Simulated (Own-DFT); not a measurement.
# Computed records: Si₁₂O₂₃ (quartz with two neutral oxygen vacancies, atoms displaced)

All values are calculated (Own-DFT development build). A calculation, not a measurement: plane-wave PBE and HSE06 DFT by an unreviewed code, no spin, of a simulated cell at Gamma alone, so results move with cell size and shape, stress positive in tension, energies less offsets, not probed for a lower state with spin; oxygen file: force components 24 meV/angstrom off all-electron in a glass; k mesh not checked against a denser one; forces and stress are PBE's, HSE06 gives the energy alone, and its difference from PBE has offsets of its own; offsets are fitted by least squares, one for each functional and potential file, so energies compare only between cells with the same atoms and settings and are not formation energies; the far tail of each file's local potential was reset to the Coulomb form; each entry is a single point on an unrelaxed cell, so the pressure reflects the starting lattice, mostly measured values (interpolated for alloys), from which strain is counted, and rises with the displacements; printed positions are rounded, which can move forces by about a meV/angstrom; the program, named Own-DFT, is a retired in-house code; no spin-orbit coupling.

```json
{"formula": "Si12O23", "kind": "quartz with two neutral oxygen vacancies, atoms displaced", "structure": {"cell_angstrom": [[9.8268, 0.0, 0.0], [-4.9134, 8.5103, 0.0], [0.0, 0.0, 10.8104]], "atoms_fractional": [["Si", 0.22918, 0.9902, 0.00185], ["Si", 0.99761, 0.23361, 0.33096], ["Si", 0.27823, 0.28087, 0.16554], ["O", 0.20678, 0.13007, 0.05931], ["O", 0.43607, 0.29618, 0.23295], ["O", 0.36617, 0.07209, 0.39074], ["O", 0.07199, 0.36179, 0.43548], ["O", 0.1339, 0.206, 0.27211], ["O", 0.29644, 0.42599, 0.10467], ["Si", 0.22438, 0.98475, 0.50485], ["Si", 0.99474, 0.22767, 0.82526], ["Si", 0.26054, 0.26831, 0.66094], ["O", 0.20969, 0.13864, 0.56274], ["O", 0.42951, 0.29445, 0.72197], ["O", 0.36339, 0.06894, 0.90124], ["O", 0.08432, 0.37308, 0.93878], ["O", 0.30399, 0.43197, 0.60408], ["Si", 0.22705, 0.49675, 0.99858], ["Si", 0.99599, 0.7339, 0.33829], ["Si", 0.26524, 0.76867, 0.15986], ["O", 0.20473, 0.62987, 0.05964], ["O", 0.42523, 0.7902, 0.22947], ["O", 0.36075, 0.55959, 0.39586], ["O", 0.07543, 0.86782, 0.44128], ["O", 0.12721, 0.70174, 0.27709], ["O", 0.28665, 0.91188, 0.10044], ["Si", 0.23428, 0.49238, 0.48625], ["Si", 0.00175, 0.74133, 0.83821], ["Si", 0.27044, 0.76686, 0.66472], ["O", 0.21796, 0.64051, 0.55975], ["O", 0.43221, 0.79983, 0.72467], ["O", 0.36832, 0.57081, 0.88735], ["O", 0.06597, 0.85824, 0.9466], ["O", 0.13591, 0.7133, 0.77696], ["O", 0.3048, 0.93177, 0.60405], ["Si", 0.73779, 0.99751, 0.99558], ["Si", 0.49282, 0.23862, 0.33459], ["Si", 0.77769, 0.27963, 0.17499], ["O", 0.70754, 0.13524, 0.06453], ["O", 0.92491, 0.28806, 0.22182], ["O", 0.87036, 0.07955, 0.39865], ["O", 0.57334, 0.36713, 0.44126], ["O", 0.63301, 0.20149, 0.27631], ["O", 0.79716, 0.43369, 0.11078], ["Si", 0.73907, 0.00483, 0.50213], ["Si", 0.51105, 0.2391, 0.8356], ["Si", 0.76174, 0.25959, 0.66915], ["O", 0.712, 0.13615, 0.55756], ["O", 0.86627, 0.07518, 0.8966], ["O", 0.5717, 0.35939, 0.93803], ["O", 0.64554, 0.21294, 0.7795], ["O", 0.79386, 0.41915, 0.60882], ["Si", 0.73226, 0.49927, 0.99931], ["Si", 0.50137, 0.73195, 0.33305], ["Si", 0.77062, 0.76313, 0.15784], ["O", 0.70115, 0.63823, 0.06241], ["O", 0.92513, 0.80029, 0.22341], ["O", 0.86931, 0.57106, 0.39841], ["O", 0.57529, 0.86446, 0.4427], ["O", 0.63362, 0.70899, 0.27832], ["O", 0.79968, 0.9242, 0.10694], ["Si", 0.73647, 0.50095, 0.50072], ["Si", 0.49972, 0.73251, 0.83211], ["Si", 0.76325, 0.77047, 0.67153], ["O", 0.70581, 0.63803, 0.55844], ["O", 0.92503, 0.79273, 0.72825], ["O", 0.86787, 0.57496, 0.89164], ["O", 0.57319, 0.87082, 0.94342], ["O", 0.63757, 0.71022, 0.77153], ["O", 0.79007, 0.93349, 0.60723]]}, "settings": {"first_functional": "PBE", "second_functional": "HSE06", "exact_exchange_share": 0.25, "screening [1/bohr]": 0.11, "exchange_divergence": "Gygi-Baldereschi", "potential_files": "PseudoDojo norm-conserving, scalar-relativistic, made for PBE, standard set", "wave_cutoff [hartree]": 48.0, "occupations": "fixed", "k_mesh": "1 x 1 x 1 centred on Gamma"}, "results": {"PBE_energy_of_cell_above_offsets [eV]": "-16.296", "HSE06_less_PBE_above_offsets [eV]": "0.149", "PBE_pressure [GPa]": 8.71, "PBE_stress_xx [GPa]": -6.45, "PBE_stress_yy [GPa]": -10.83, "PBE_stress_zz [GPa]": -8.85, "PBE_stress_yz [GPa]": 0.11, "PBE_stress_xz [GPa]": -1.99, "PBE_stress_xy [GPa]": -1.17, "force_element": ["Si", "Si", "Si", "O", "O", "O", "O", "O", "O", "Si", "Si", "Si", "O", "O", "O", "O", "O", "Si", "Si", "Si", "O", "O", "O", "O", "O", "O", "Si", "Si", "Si", "O", "O", "O", "O", "O", "O", "Si", "Si", "Si", "O", "O", "O", "O", "O", "O", "Si", "Si", "Si", "O", "O", "O", "O", "O", "Si", "Si", "Si", "O", "O", "O", "O", "O", "O", "Si", "Si", "Si", "O", "O", "O", "O", "O", "O"], "force_x [eV/angstrom]": [-0.801, 1.369, 0.776, 0.015, -5.516, -1.628, -1.129, 0.829, -1.432, 2.695, 0.446, 0.471, 0.544, 0.49, 1.737, -3.994, -1.538, 5.221, -0.043, 2.466, -0.631, -1.509, 5.107, -3.075, 1.062, -1.393, -3.547, 0.395, -0.962, 0.358, 1.153, -0.877, -0.686, 0.872, 0.272, -2.092, 6.66, -5.531, 0.938, 4.604, 0.542, -0.051, -0.754, -0.833, -1.691, -3.881, 4.468, -1.651, 1.991, 0.254, -1.465, -1.174, 0.468, -1.532, -3.392, 0.928, 3.927, 0.432, -0.212, 3.368, -1.325, -1.163, -0.671, 2.283, 0.617, 0.035, -1.017, -0.771, -2.24, 2.417], "force_y [eV/angstrom]": [2.819, -1.017, -6.97, 1.397, 2.783, -1.364, 0.66, 0.731, 4.152, 7.33, 2.9, 0.386, -4.168, -0.527, 1.801, -5.955, 1.561, 3.96, 0.329, -6.143, 0.367, -0.056, 4.514, -2.666, 0.673, 5.038, 0.095, -2.201, -0.072, -2.739, 0.08, -1.006, 1.488, 0.311, -0.473, 1.458, -3.488, -4.748, 0.018, 1.261, -0.62, 0.841, 1.292, 1.541, -1.601, -4.781, 0.277, 0.88, -0.02, 4.088, -1.415, 2.305, 0.771, 0.222, 2.706, -6.157, -0.614, 0.195, -0.137, -0.404, 2.142, -0.829, 1.785, 0.654, 0.062, 0.742, -1.114, -2.374, -1.171, -1.783], "force_z [eV/angstrom]": [-0.156, -1.151, 1.844, 1.497, -6.283, 1.529, 0.977, -0.703, -1.945, -0.445, -2.666, 4.726, -2.887, 1.287, -2.357, -3.591, -1.538, 0.825, -2.939, 6.089, 0.139, -1.047, -6.413, -1.031, -1.516, -1.414, 8.418, -2.892, 1.504, -2.188, 0.872, 1.503, 1.79, -0.878, 1.165, 5.398, 4.29, -2.644, -0.281, 1.789, -0.912, 0.788, 0.308, -0.825, -2.351, -3.396, 0.148, 0.437, -1.742, 3.994, 1.731, -1.228, 0.343, 1.807, 5.945, -5.3, 2.911, -0.815, -0.046, -2.442, -1.81, 2.159, 0.49, -4.213, 0.396, -0.123, 0.992, -1.768, 2.942, 2.905]}}
```
